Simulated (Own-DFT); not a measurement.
# Forces on the neighbours of a vacancy: 2H SiC, 71 atoms (C35Si36), with one C vacancy

All numbers below are calculated, not measured. The program, named Own-DFT, is a retired in-house plane-wave density functional code that no person has reviewed. Each row is one single-point run on a periodic cell that was not relaxed, without spin or spin-orbit coupling.

Settings of every run: PBE; PseudoDojo norm-conserving scalar-relativistic files; cutoff 42 hartree; 4 x 4 x 3 k mesh centred on Gamma; Fermi-Dirac smearing of 0.1 eV.

Known limits: not probed for a lower state with spin; forces on such cells moved up to 12 meV/angstrom on a denser k mesh; stress not checked against mesh or cutoff.

Cell vectors in Å: (9.248, 0.000, 0.000); (-4.624, 8.009, 0.000); (0.000, 0.000, 10.068). Every atom was also moved at random, by a Gaussian of width 0.03 Å on each axis. The defect's site can differ from row to row. The empty site has 4 nearest neighbours, all Si. For each, d is its distance from the empty site and R the part of its force along the line away from it, positive outwards. The last column is the rms force component on atoms over 4.5 Å away.

| run | d1 (Å) | d2 (Å) | d3 (Å) | d4 (Å) | R1 (eV/Å) | R2 (eV/Å) | R3 (eV/Å) | R4 (eV/Å) | far F (eV/Å) |
|---|---|---|---|---|---|---|---|---|---|
| 1 | 1.843 | 1.885 | 1.905 | 1.937 | -0.07 | -0.37 | -0.58 | -1.28 | 0.78 |
| 2 | 1.833 | 1.852 | 1.920 | 1.939 | 0.12 | 0.13 | -0.68 | -0.97 | 0.69 |
| 3 | 1.829 | 1.882 | 1.890 | 1.901 | 0.03 | -0.62 | -0.55 | -0.07 | 0.96 |
| 4 | 1.859 | 1.871 | 1.875 | 1.936 | -0.18 | -0.49 | -0.12 | -0.77 | 0.77 |
| 5 | 1.839 | 1.848 | 1.851 | 1.912 | 0.07 | 0.22 | -0.40 | -0.54 | 1.00 |
| 6 | 1.838 | 1.870 | 1.924 | 1.958 | -0.45 | -0.66 | -0.52 | -1.08 | 0.74 |
| 7 | 1.852 | 1.875 | 1.876 | 1.914 | -0.21 | -0.23 | -0.71 | -0.95 | 0.99 |
| 8 | 1.887 | 1.907 | 1.908 | 1.911 | -0.56 | -0.28 | -0.43 | -1.05 | 0.94 |
| 9 | 1.841 | 1.857 | 1.892 | 1.945 | ? | ? | ? | ? | ? |

## Worked fit

A straight line through the 32 neighbours shown gives R = -0.45 - 8.5 (d - 1.885) eV/Å, with a scatter of 0.24 left by the moves of the other atoms. The slope, with an error of 1.2, is the pull back towards the neighbour's own site. The constant, -0.45 ± 0.04 eV/Å, is the force at the mean distance: with one bond gone, the neighbours are pushed inwards, towards the empty site. It shows how a relaxation would start, not where it would end, and it depends somewhat on the width of the random moves.

## Withheld run

Question: what mean R should the neighbours of run 9 feel? Their mean d is 1.884 Å.

The line gives -0.43 ± 0.10 eV/Å, by the scatter of the means of the runs shown. The calculation gave R = -0.36, 0.16, -0.06, -0.74, a mean of -0.25 eV/Å.
